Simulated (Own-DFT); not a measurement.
GaP (zincblende, strained, atoms displaced), Si$_{3}$N$_{4}$ (beta silicon nitride, atoms displaced) (calculated)

A calculation, not a measurement: plane-wave PBE density functional theory by an unreviewed code, no spin, of a simulated periodic cell, stress positive in tension, free energy of the whole cell less one offset for each atom, forces on such cells passed a denser k mesh, this cell's mesh not checked; offsets are fitted by least squares, one for each functional and potential file, so energies compare only between cells with the same atoms and settings and are not formation energies; the far tail of each file's local potential was reset to the Coulomb form; each entry is a single point on an unrelaxed cell, so the pressure reflects the starting lattice, mostly measured values (interpolated for alloys), from which strain is counted, and rises with the displacements; printed positions are rounded, which can move forces by about a meV/angstrom; the program, named Own-DFT, is a retired in-house code; no spin-orbit coupling. Program: Own-DFT development build.

Settings shared by all entries: functional PBE; potential files PseudoDojo norm-conserving, scalar-relativistic, standard set; wave cutoff 42 hartree; occupations Fermi-Dirac; smearing width 0.1 eV; k mesh 3 x 3 x 3 centred on Gamma.

(1) GaP (zincblende, strained, atoms displaced)

```cif
# cell vector a (Å): 10.8620 0.0000 0.0000
# cell vector b (Å): 0.0000 10.8620 0.0000
# cell vector c (Å): 0.0000 0.0000 10.9361
data_GaP
_symmetry_space_group_name_H-M 'P 1'
_symmetry_Int_Tables_number 1
_cell_length_a 10.8620
_cell_length_b 10.8620
_cell_length_c 10.9361
_cell_angle_alpha 90.000
_cell_angle_beta 90.000
_cell_angle_gamma 90.000
_cell_volume 1290.27
loop_
_atom_site_label
_atom_site_type_symbol
_atom_site_fract_x
_atom_site_fract_y
_atom_site_fract_z
_atom_site_occupancy
Ga1 Ga 0.98910 0.99897 0.99457 1
Ga2 Ga 0.00394 0.24963 0.25475 1
Ga3 Ga 0.24971 0.00181 0.25318 1
Ga4 Ga 0.23964 0.24717 0.99614 1
P1 P 0.11340 0.12224 0.12962 1
P2 P 0.11817 0.37828 0.38654 1
P3 P 0.37361 0.12798 0.36990 1
P4 P 0.37561 0.37016 0.12671 1
Ga5 Ga 0.00263 0.01275 0.50588 1
Ga6 Ga 0.98010 0.25165 0.74909 1
Ga7 Ga 0.25305 0.00466 0.74893 1
Ga8 Ga 0.25952 0.26207 0.50404 1
P5 P 0.12219 0.11656 0.62141 1
P6 P 0.12176 0.38519 0.86921 1
P7 P 0.38257 0.12389 0.87027 1
P8 P 0.37813 0.36327 0.62289 1
Ga9 Ga 0.99709 0.49253 0.00800 1
Ga10 Ga 0.01211 0.75258 0.23758 1
Ga11 Ga 0.25312 0.47617 0.25359 1
Ga12 Ga 0.24650 0.75740 0.98882 1
P9 P 0.11151 0.62470 0.11918 1
P10 P 0.11502 0.86540 0.38699 1
P11 P 0.38161 0.64179 0.37747 1
P12 P 0.37302 0.88314 0.11521 1
Ga13 Ga 0.00064 0.51464 0.50601 1
Ga14 Ga 0.01409 0.73405 0.74749 1
Ga15 Ga 0.24004 0.50494 0.74062 1
Ga16 Ga 0.25232 0.74914 0.50988 1
P13 P 0.11951 0.62318 0.61890 1
P14 P 0.12301 0.87981 0.88074 1
P15 P 0.36687 0.62329 0.88635 1
P16 P 0.37297 0.87529 0.63076 1
Ga17 Ga 0.50629 0.99262 0.00740 1
Ga18 Ga 0.49773 0.26376 0.25696 1
Ga19 Ga 0.74194 0.99119 0.23992 1
Ga20 Ga 0.74898 0.24777 0.99905 1
P17 P 0.61495 0.11255 0.11886 1
P18 P 0.62149 0.37062 0.36741 1
P19 P 0.87185 0.11433 0.37964 1
P20 P 0.87867 0.37770 0.12096 1
Ga21 Ga 0.50247 0.00586 0.49476 1
Ga22 Ga 0.50447 0.24223 0.73815 1
Ga23 Ga 0.75727 0.00084 0.74647 1
Ga24 Ga 0.75470 0.24855 0.50991 1
P21 P 0.63223 0.12256 0.61813 1
P22 P 0.61916 0.36921 0.87250 1
P23 P 0.87508 0.12745 0.86296 1
P24 P 0.87858 0.37741 0.62931 1
Ga25 Ga 0.50992 0.49811 0.00963 1
Ga26 Ga 0.50311 0.74622 0.23787 1
Ga27 Ga 0.75853 0.49843 0.25970 1
Ga28 Ga 0.75836 0.74148 0.99984 1
P25 P 0.62132 0.61273 0.10870 1
P26 P 0.62130 0.85866 0.38534 1
P27 P 0.87127 0.61428 0.36833 1
P28 P 0.87760 0.87231 0.12428 1
Ga29 Ga 0.49821 0.50616 0.49596 1
Ga30 Ga 0.49919 0.75350 0.74747 1
Ga31 Ga 0.74937 0.49423 0.76006 1
Ga32 Ga 0.74336 0.74974 0.49638 1
P29 P 0.61059 0.62721 0.61702 1
P30 P 0.62747 0.87362 0.87650 1
P31 P 0.87093 0.63015 0.86416 1
P32 P 0.88361 0.87867 0.63029 1
```

* hardware: one NVIDIA H100
* free energy of cell above offsets: -28.615 eV
* pressure: 4.68 GPa
* stress xx: -4.96 GPa
* stress yy: -4.77 GPa
* stress zz: -4.3 GPa
* stress yz: -1.36 GPa
* stress xz: -1.2 GPa
* stress xy: -0.99 GPa
* wall time: 580.6 s

Force:
```tsv
element	x (eV/Å)	y (eV/Å)	z (eV/Å)
Ga	0.263	0.406	0.207
Ga	-1.081	0.045	0.454
Ga	-0.68	-0.812	-0.027
Ga	0.485	-0.063	-0.23
P	0.812	-0.195	-0.761
P	0.431	-0.35	-0.202
P	0.146	0.307	0.633
P	-0.118	-0.192	-1.234
Ga	-1.057	-2.146	-1.096
Ga	3.176	0.149	-0.278
Ga	-0.468	-0.255	0.406
Ga	-2.003	-2.193	-1.18
P	1.457	2.698	1.436
P	-0.52	-1.319	0.268
P	-0.393	0.09	0.749
P	0.725	2.792	0.992
Ga	0.182	1.307	-2.017
Ga	-1.125	0.085	1.567
Ga	-0.591	2.535	0.454
Ga	-0.11	-0.574	1.549
P	2.633	-0.693	-0.116
P	0.927	0.892	-0.666
P	-1.198	-1.831	-0.739
P	-0.667	-1.284	1.396
Ga	-1.647	-1.81	-1.407
Ga	-1.354	2.432	1.133
Ga	1.558	-0.651	0.818
Ga	-0.022	0.5	-0.793
P	2.078	0.576	0.174
P	-0.265	0.029	-1.575
P	0.975	-0.494	-1.598
P	0.248	0.709	-0.577
Ga	-0.921	-0.274	-2.509
Ga	-0.528	-2.37	-1.358
Ga	0.039	-0.128	1.328
Ga	-0.131	-0.346	0.082
P	1.569	2.667	1.683
P	1.7	1.189	2.066
P	-0.432	1.11	-1.074
P	-1.266	-1.556	1.359
Ga	-0.525	-0.753	0.057
Ga	0.027	-0.093	0.822
Ga	-0.924	-0.784	0.186
Ga	0.2	0.526	-1.515
P	-0.442	-0.498	0.627
P	0.047	-0.037	0.283
P	-0.969	-0.618	2.125
P	-0.982	1.135	-1.053
Ga	-3.143	-2.278	-2.634
Ga	-0.176	0.473	-0.191
Ga	-1.892	-1.49	-2.18
Ga	-0.716	0.711	-0.236
P	3.062	2.651	3.388
P	-0.835	2.153	-2.525
P	1.442	2.82	1.505
P	-0.575	-0.104	-0.129
Ga	-0.5	-1.002	-0.566
Ga	-0.233	-0.543	1.039
Ga	-0.75	0.588	-1.139
Ga	1.994	-1.051	1.465
P	1.838	-0.387	1.486
P	0.454	-0.065	-0.25
P	0.91	-1.096	0.835
P	-0.142	-1.237	-0.721
```

(2) GaP (zincblende, strained, atoms displaced)

```cif
# cell vector a (Å): 10.8620 0.0000 0.0000
# cell vector b (Å): 0.0000 10.8620 0.0000
# cell vector c (Å): 0.0000 0.0000 10.9361
data_GaP
_symmetry_space_group_name_H-M 'P 1'
_symmetry_Int_Tables_number 1
_cell_length_a 10.8620
_cell_length_b 10.8620
_cell_length_c 10.9361
_cell_angle_alpha 90.000
_cell_angle_beta 90.000
_cell_angle_gamma 90.000
_cell_volume 1290.27
loop_
_atom_site_label
_atom_site_type_symbol
_atom_site_fract_x
_atom_site_fract_y
_atom_site_fract_z
_atom_site_occupancy
Ga1 Ga 0.99143 0.99611 0.99771 1
Ga2 Ga 0.00407 0.23251 0.25198 1
Ga3 Ga 0.26148 0.00532 0.26543 1
Ga4 Ga 0.24635 0.25219 0.00316 1
P1 P 0.12281 0.11439 0.11461 1
P2 P 0.10106 0.37303 0.37515 1
P3 P 0.37442 0.12423 0.36540 1
P4 P 0.36146 0.38457 0.13472 1
Ga5 Ga 0.99669 0.00825 0.49713 1
Ga6 Ga 0.99080 0.25454 0.75548 1
Ga7 Ga 0.24737 0.00106 0.75629 1
Ga8 Ga 0.24417 0.25342 0.49784 1
P5 P 0.11626 0.12024 0.62995 1
P6 P 0.11872 0.37661 0.87358 1
P7 P 0.37076 0.11970 0.87391 1
P8 P 0.37523 0.37937 0.62096 1
Ga9 Ga 0.00044 0.50850 0.00075 1
Ga10 Ga 0.00314 0.75394 0.25763 1
Ga11 Ga 0.25049 0.49784 0.23522 1
Ga12 Ga 0.25067 0.74020 0.01117 1
P9 P 0.12780 0.62489 0.12504 1
P10 P 0.11967 0.88189 0.38743 1
P11 P 0.37453 0.63890 0.36298 1
P12 P 0.37147 0.86444 0.13185 1
Ga13 Ga 0.99168 0.49411 0.49298 1
Ga14 Ga 0.01049 0.74996 0.74968 1
Ga15 Ga 0.25541 0.50433 0.74873 1
Ga16 Ga 0.25284 0.74917 0.50125 1
P13 P 0.12613 0.62797 0.62814 1
P14 P 0.11882 0.87336 0.89031 1
P15 P 0.37833 0.62299 0.87517 1
P16 P 0.36632 0.86499 0.62585 1
Ga17 Ga 0.49321 0.99455 0.00202 1
Ga18 Ga 0.49596 0.25833 0.24812 1
Ga19 Ga 0.74508 0.98636 0.26631 1
Ga20 Ga 0.75061 0.23989 0.00475 1
P17 P 0.63512 0.13162 0.11989 1
P18 P 0.62158 0.38262 0.37903 1
P19 P 0.86667 0.11793 0.37146 1
P20 P 0.87404 0.37337 0.12083 1
Ga21 Ga 0.49046 0.00360 0.49504 1
Ga22 Ga 0.49778 0.24296 0.73452 1
Ga23 Ga 0.76981 0.00138 0.74733 1
Ga24 Ga 0.75436 0.25821 0.50819 1
P21 P 0.61166 0.12516 0.62931 1
P22 P 0.63308 0.35842 0.86827 1
P23 P 0.87429 0.13664 0.87409 1
P24 P 0.87778 0.37756 0.63674 1
Ga25 Ga 0.50544 0.49425 0.98840 1
Ga26 Ga 0.49355 0.74788 0.24646 1
Ga27 Ga 0.74813 0.49587 0.23597 1
Ga28 Ga 0.74885 0.74597 0.00124 1
P25 P 0.61842 0.63158 0.12266 1
P26 P 0.62861 0.87221 0.36970 1
P27 P 0.87404 0.62098 0.37643 1
P28 P 0.88486 0.86965 0.10976 1
Ga29 Ga 0.50538 0.50299 0.50341 1
Ga30 Ga 0.50263 0.74762 0.74175 1
Ga31 Ga 0.74600 0.49928 0.75695 1
Ga32 Ga 0.73618 0.74402 0.48231 1
P29 P 0.61584 0.62524 0.61364 1
P30 P 0.62075 0.86641 0.87588 1
P31 P 0.86661 0.63042 0.89376 1
P32 P 0.87989 0.87656 0.62062 1
```

* hardware: one NVIDIA H100
* free energy of cell above offsets: -28.960 eV
* pressure: 4.69 GPa
* stress xx: -4.89 GPa
* stress yy: -5.15 GPa
* stress zz: -4.04 GPa
* stress yz: -0.78 GPa
* stress xz: 0.75 GPa
* stress xy: 0.02 GPa
* wall time: 578.3 s

Force:
```tsv
element	x (eV/Å)	y (eV/Å)	z (eV/Å)
Ga	0.334	1.441	-0.796
Ga	-0.839	0.352	-1.008
Ga	-2.799	-2.431	-2.495
Ga	-0.138	-0.078	-0.423
P	0.728	0.296	1.366
P	2.709	-0.503	-0.941
P	1.259	2.394	1.949
P	3.19	-2.83	-3.106
Ga	-0.413	-0.19	0.525
Ga	1.615	-0.282	-0.401
Ga	-0.763	-1.02	-0.274
Ga	-0.424	-0.166	0.177
P	0.661	1.036	0.032
P	0.818	0.491	0.158
P	0.553	1.191	0.4
P	-0.313	-0.31	-0.132
Ga	-0.155	-0.877	0.115
Ga	0.002	-0.067	-0.46
Ga	-2.387	2.197	3.503
Ga	0.318	0.784	-1.348
P	-1.229	-0.116	0.88
P	1.087	-0.4	-0.962
P	-1.074	-2.46	1.749
P	-0.265	1.84	-0.408
Ga	-0.039	1	1.939
Ga	-1.288	0.482	0.82
Ga	-0.693	-0.455	0.264
Ga	-0.96	-0.292	-0.664
P	0.001	-1.184	-1.075
P	1.349	-0.496	-1.273
P	-0.072	0.384	-0.124
P	0.881	1.718	0.345
Ga	0.564	0.061	0.077
Ga	0.777	-0.121	-0.219
Ga	1.734	1.535	-3.414
Ga	1.005	1.837	-0.948
P	-2.455	-2.191	2.154
P	0.748	-0.726	-0.682
P	0.18	1.106	0.805
P	0.804	-0.545	0.18
Ga	0.474	-0.845	0.698
Ga	-1.437	1.379	2.175
Ga	-1.897	-0.207	0.355
Ga	-0.848	-0.67	-0.387
P	2.706	-1.732	-1.87
P	-1.292	0.42	0.298
P	0.056	-1.687	0.536
P	-0.654	0.756	-1.06
Ga	0.035	-0.218	0.6
Ga	1.615	0.669	-0.201
Ga	-0.337	0.513	0.803
Ga	-1.323	1.422	0.797
P	0.321	-1.211	-0.062
P	-3.264	-0.549	0.89
P	-0.489	0.302	-1.147
P	-1.805	-0.465	2.755
Ga	-1.927	-0.344	-1.512
Ga	-0.378	0.176	0.667
Ga	0.213	0.844	-0.148
Ga	1.568	-0.178	1.699
P	1.917	0.486	1.717
P	0.745	1.023	-0.412
P	1.378	-1.206	-3.126
P	-0.389	-1.085	-0.353
```

(3) GaP (zincblende, strained, atoms displaced)

```cif
# cell vector a (Å): 10.8620 0.0000 0.0000
# cell vector b (Å): 0.0000 10.8620 0.0000
# cell vector c (Å): 0.0000 0.0000 10.9361
data_GaP
_symmetry_space_group_name_H-M 'P 1'
_symmetry_Int_Tables_number 1
_cell_length_a 10.8620
_cell_length_b 10.8620
_cell_length_c 10.9361
_cell_angle_alpha 90.000
_cell_angle_beta 90.000
_cell_angle_gamma 90.000
_cell_volume 1290.27
loop_
_atom_site_label
_atom_site_type_symbol
_atom_site_fract_x
_atom_site_fract_y
_atom_site_fract_z
_atom_site_occupancy
Ga1 Ga 0.99486 0.99937 0.98688 1
Ga2 Ga 0.00219 0.24202 0.25311 1
Ga3 Ga 0.24620 0.00464 0.24887 1
Ga4 Ga 0.25843 0.24104 0.00497 1
P1 P 0.12529 0.12330 0.13467 1
P2 P 0.13295 0.38442 0.38987 1
P3 P 0.37919 0.12641 0.38091 1
P4 P 0.37179 0.37652 0.13092 1
Ga5 Ga 0.00307 0.00787 0.50841 1
Ga6 Ga 0.99231 0.23598 0.74415 1
Ga7 Ga 0.25372 0.00301 0.75325 1
Ga8 Ga 0.23500 0.25631 0.49590 1
P5 P 0.12255 0.12500 0.62176 1
P6 P 0.12184 0.39200 0.86313 1
P7 P 0.36903 0.12960 0.87772 1
P8 P 0.36984 0.38038 0.62414 1
Ga9 Ga 0.99181 0.49367 0.00014 1
Ga10 Ga 0.99408 0.74437 0.25205 1
Ga11 Ga 0.24595 0.50834 0.25010 1
Ga12 Ga 0.24889 0.75065 0.99971 1
P9 P 0.12402 0.64147 0.12803 1
P10 P 0.13137 0.86851 0.39656 1
P11 P 0.36653 0.61619 0.36902 1
P12 P 0.36847 0.88242 0.13044 1
Ga13 Ga 0.99920 0.50480 0.48998 1
Ga14 Ga 0.99770 0.73295 0.74944 1
Ga15 Ga 0.24751 0.50797 0.74335 1
Ga16 Ga 0.24726 0.75685 0.49081 1
P13 P 0.13550 0.62249 0.60941 1
P14 P 0.12570 0.88242 0.87098 1
P15 P 0.38370 0.62735 0.86854 1
P16 P 0.36442 0.87715 0.61996 1
Ga17 Ga 0.50678 0.98726 0.99877 1
Ga18 Ga 0.49818 0.24271 0.23763 1
Ga19 Ga 0.75283 0.00498 0.24574 1
Ga20 Ga 0.75551 0.25395 0.99651 1
P17 P 0.63154 0.12699 0.12471 1
P18 P 0.61978 0.38635 0.37919 1
P19 P 0.87139 0.13534 0.36443 1
P20 P 0.88116 0.36938 0.12393 1
Ga21 Ga 0.50861 0.99395 0.49094 1
Ga22 Ga 0.49867 0.25563 0.75124 1
Ga23 Ga 0.74998 0.01440 0.75873 1
Ga24 Ga 0.73985 0.26004 0.51093 1
P21 P 0.63523 0.12941 0.62206 1
P22 P 0.63358 0.37077 0.88013 1
P23 P 0.87584 0.12833 0.85617 1
P24 P 0.89995 0.36969 0.62490 1
Ga25 Ga 0.50887 0.50971 0.00514 1
Ga26 Ga 0.49126 0.75084 0.26357 1
Ga27 Ga 0.75399 0.48656 0.26164 1
Ga28 Ga 0.74114 0.74600 0.00419 1
P25 P 0.61916 0.62504 0.12345 1
P26 P 0.62130 0.88003 0.36747 1
P27 P 0.88242 0.61654 0.38465 1
P28 P 0.86538 0.87592 0.11933 1
Ga29 Ga 0.50591 0.49613 0.51183 1
Ga30 Ga 0.51455 0.74220 0.74845 1
Ga31 Ga 0.74682 0.51278 0.76043 1
Ga32 Ga 0.73732 0.75199 0.49944 1
P29 P 0.63378 0.62024 0.63213 1
P30 P 0.60856 0.86635 0.87453 1
P31 P 0.87470 0.61642 0.87227 1
P32 P 0.86817 0.87260 0.63362 1
```

- hardware: one NVIDIA H100
- free energy of cell above offsets: -27.497 eV
- pressure: 4.99 GPa
- stress xx: -5.23 GPa
- stress yy: -5.14 GPa
- stress zz: -4.6 GPa
- stress yz: 0.58 GPa
- stress xz: -0.16 GPa
- stress xy: 0.14 GPa
- wall time: 557.1 s

Force:
```tsv
element	x (eV/Å)	y (eV/Å)	z (eV/Å)
Ga	0.079	0.32	1.011
Ga	0.901	1.688	-0.009
Ga	0.411	-0.713	1.8
Ga	-1.539	1.766	0.374
P	-0.672	0.083	-1.906
P	-1.521	0.344	-3.334
P	-0.558	0.321	-0.604
P	0.283	0.423	-0.869
Ga	-1.524	-1.27	-1.091
Ga	2.707	1.935	-0.38
Ga	-0.311	0.161	-0.713
Ga	2.357	-1.543	1.352
P	1.3	0.373	1.018
P	-0.101	-2.257	1.136
P	1.861	-1.017	-0.58
P	0.231	-0.941	0.277
Ga	1.276	0.844	0.019
Ga	0.038	1.389	0.719
Ga	-0.833	-1.119	-0.915
Ga	0.711	0.723	-0.572
P	-0.384	-1.952	-0.716
P	-3.555	3.234	-4.072
P	1.667	1.206	2.119
P	0.706	-0.892	-0.377
Ga	1.469	-1.428	2.498
Ga	0.91	1.133	-0.812
Ga	0.72	0.153	0.317
Ga	2.76	-2.741	1.899
P	-1.204	0.639	0.89
P	-0.237	-1.486	-0.108
P	-0.876	-0.32	0.715
P	2.123	-0.312	0.414
Ga	-1.454	1.643	1.039
Ga	-0.247	0.715	1.42
Ga	0.142	-0.212	0.215
Ga	0.518	-0.91	0.334
P	-0.263	-0.375	-1.231
P	-0.237	-1.996	-0.297
P	-0.586	-1.075	2.255
P	-0.38	-0.067	0.87
Ga	-1.241	1.043	1.783
Ga	-0.03	-0.195	-0.245
Ga	-1.618	-2.707	-1.345
Ga	1.938	1.081	-1.255
P	-2.053	-1.035	0.819
P	-1.217	1.163	-0.649
P	-0.201	-0.051	4.038
P	-2.861	1.498	-0.684
Ga	-1.56	-1.827	-1.14
Ga	-0.258	-0.196	-1.444
Ga	0.417	1.202	-1.175
Ga	0.41	0.082	-0.9
P	1.227	0.583	2.48
P	1.236	-0.934	-0.241
P	-2.741	2.073	-1.945
P	0.895	-0.189	0.2
Ga	-1.098	0.851	-0.435
Ga	-2.284	0.487	-1.134
Ga	0.677	-2.844	-0.702
Ga	1.241	0.235	0.042
P	-0.743	0.385	-1.499
P	2.883	1.041	-0.096
P	0.161	1.536	1.835
P	0.13	0.252	-0.416
```

(4) Si$_{3}$N$_{4}$ (beta silicon nitride, atoms displaced)

```cif
# cell vector a (Å): 7.6060 0.0000 0.0000
# cell vector b (Å): -3.8030 6.5870 0.0000
# cell vector c (Å): 0.0000 0.0000 8.7270
data_Si3N4
_symmetry_space_group_name_H-M 'P 1'
_symmetry_Int_Tables_number 1
_cell_length_a 7.6060
_cell_length_b 7.6060
_cell_length_c 8.7270
_cell_angle_alpha 90.000
_cell_angle_beta 90.000
_cell_angle_gamma 120.000
_cell_volume 437.23
loop_
_atom_site_label
_atom_site_type_symbol
_atom_site_fract_x
_atom_site_fract_y
_atom_site_fract_z
_atom_site_occupancy
Si1 Si 0.18080 0.78124 0.07484 1
Si2 Si 0.22244 0.38956 0.08397 1
Si3 Si 0.59417 0.80270 0.09854 1
Si4 Si 0.83633 0.23888 0.27181 1
Si5 Si 0.76142 0.60317 0.25968 1
Si6 Si 0.42339 0.17542 0.27374 1
N1 N 0.35044 0.04955 0.08406 1
N2 N 0.99183 0.32387 0.08157 1
N3 N 0.67881 0.66202 0.06761 1
N4 N 0.65886 0.94312 0.23999 1
N5 N 0.04981 0.71204 0.25821 1
N6 N 0.33470 0.32895 0.24745 1
N7 N 0.31909 0.65733 0.08147 1
N8 N 0.66845 0.33762 0.25248 1
Si7 Si 0.16908 0.76839 0.40540 1
Si8 Si 0.22220 0.39833 0.42781 1
Si9 Si 0.61914 0.85142 0.43182 1
Si10 Si 0.83354 0.23179 0.57744 1
Si11 Si 0.76527 0.58228 0.57811 1
Si12 Si 0.39657 0.19751 0.58619 1
N9 N 0.34262 0.99768 0.40942 1
N10 N 0.98709 0.28455 0.42587 1
N11 N 0.73000 0.69245 0.41173 1
N12 N 0.66181 0.98631 0.59137 1
N13 N 0.05986 0.71092 0.59829 1
N14 N 0.31284 0.33973 0.58070 1
N15 N 0.30839 0.63786 0.41401 1
N16 N 0.65451 0.34560 0.57445 1
Si13 Si 0.18801 0.75216 0.75273 1
Si14 Si 0.22413 0.39344 0.74927 1
Si15 Si 0.57334 0.83044 0.76014 1
Si16 Si 0.83576 0.25707 0.89769 1
Si17 Si 0.75868 0.60814 0.92847 1
Si18 Si 0.38768 0.16748 0.91930 1
N17 N 0.34058 0.01716 0.74195 1
N18 N 0.97117 0.30852 0.73713 1
N19 N 0.70491 0.65692 0.74360 1
N20 N 0.66285 0.95734 0.90249 1
N21 N 0.02299 0.68029 0.92972 1
N22 N 0.29954 0.34163 0.91374 1
N23 N 0.31389 0.64155 0.73355 1
N24 N 0.67075 0.34296 0.92075 1
```

- free energy of cell above offsets: 11.735 eV
- pressure: 17.34 GPa
- stress xx: -18.68 GPa
- stress yy: -15.45 GPa
- stress zz: -17.89 GPa
- stress yz: -6.78 GPa
- stress xz: -0.06 GPa
- stress xy: 3.07 GPa

Force:
```tsv
element	x (eV/Å)	y (eV/Å)	z (eV/Å)
Si	1.729	0.032	3.357
Si	4.379	3.791	1.852
Si	-9.179	2.057	-6.7
Si	-1.008	-0.726	-7.007
Si	4.463	-2.248	-5.776
Si	-0.231	-2.863	-4.165
N	-0.739	-3.16	1.571
N	-6.682	-4.689	1.019
N	2.849	-2.03	8.488
N	0.752	7.285	7.646
N	-7.449	-3.2	-8.403
N	-5.749	2.26	1.448
N	3.101	0.986	0.109
N	4.022	1.318	1.19
Si	4.25	-3.142	9.196
Si	6.985	3.045	-4.162
Si	-2.299	-4.844	-3.341
Si	-3.776	1.405	1.716
Si	2.203	7.234	2.354
Si	9.083	-9.308	0.391
N	0.329	8.044	2.415
N	-6.044	-3.82	-0.867
N	-3.157	2.181	5.168
N	0.695	-1.648	-0.163
N	-5.784	-2.686	-6.112
N	-5.989	2.703	1.709
N	1.819	4.666	0.217
N	3.664	-6.094	-0.711
Si	-5.528	2.667	2.572
Si	0.345	1.057	-0.339
Si	1.788	-5.443	-6.425
Si	-1.455	-2.607	4.953
Si	6.787	-3.996	-9.66
Si	3.335	1.67	-2.018
N	-1.191	2.895	1.779
N	0.941	-0.293	0.18
N	-3.322	2.311	0.971
N	1.178	5.798	8.085
N	-0.695	1.103	-2.729
N	1.527	-2.338	-0.431
N	5.678	1.298	1.06
N	-1.624	-0.67	-0.439
```
